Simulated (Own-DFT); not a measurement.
# Point defects and the pressure they add: zincblende GaAs

No measurement is shown. These are fixed-geometry runs of a retired plane-wave code named Own-DFT, which no person has reviewed; spin and spin-orbit coupling are neglected.

All runs used: PBE; PseudoDojo norm-conserving scalar-relativistic files; cutoff 42 hartree; 3 x 3 x 3 k mesh centred on Gamma; Fermi-Dirac smearing of 0.1 eV.

Keep in mind (not all hold for every row): not probed for a lower state with spin; forces not confirmed at this smearing and k mesh; stress not checked against mesh or cutoff.

All runs share one cell, with vectors in Å (10.862, 0.000, 0.000); (0.000, 10.862, 0.000); (0.000, 0.000, 11.796) and a volume of 1391.7 Å³, strained against the parent crystal. The atoms are randomly displaced, by u rms on each axis. The defect's site can differ from row to row.

```
cell,formula,u (Å),P (GPa)
no defect,As32Ga32,0.0285,6.64
no defect,As32Ga32,0.0529,7.11
no defect,As32Ga32,0.0544,7.04
one P on an As site,As31Ga32P,0.0278,6.33
one P on an As site,As31Ga32P,0.0476,6.68
one P on an As site,As31Ga32P,0.0512,6.75
one In on a Ga site,As32Ga31In,0.0281,7.40
one In on a Ga site,As32Ga31In,0.0281,7.37
one In on a Ga site,As32Ga31In,0.0281,7.39
one As vacancy and one Ga vacancy,As31Ga31,0.0310,5.90
one As vacancy and one Ga vacancy,As31Ga31,0.0312,5.93
one As vacancy and one Ga vacancy,As31Ga31,0.0499,?
one As vacancy and one Ga vacancy,As31Ga31,0.0508,6.34
one Al on a Ga site,AlAs32Ga31,0.0286,6.63
one Al on a Ga site,AlAs32Ga31,0.0483,7.03
one Al on a Ga site,AlAs32Ga31,0.0511,7.03
```

## Worked fit

P = P0 + c u² + a shift for each defect gives P0 = 6.42 GPa, c = 231 ± 13 GPa/Å² and a scatter of 0.04 GPa. The shifts, and each times the cell's volume:

- one In on a Ga site: 0.78 ± 0.03 GPa, 6.8 eV
- one Al on a Ga site: 0.03 ± 0.03 GPa, 0.3 eV (not resolved)
- one P on an As site: -0.27 ± 0.03 GPa, -2.3 eV
- one As vacancy and one Ga vacancy: -0.71 ± 0.03 GPa, -6.2 eV

A positive shift means that the defect pushes the cell outwards. Shift times volume (160.2 GPa Å³ is 1 eV) depends little on the cell's size, so, taken for each site, it can be compared between cells at like pressure. The atoms around the defects weren't relaxed, which would change these numbers.

## The run left out

The question: what pressure belongs in the blank (one As vacancy and one Ga vacancy, u = 0.0499 Å)?

From the fit: 6.29 ± 0.04 GPa. Computed: 6.11 GPa. This run lies off the fit, by chance or by something that the fit leaves out.
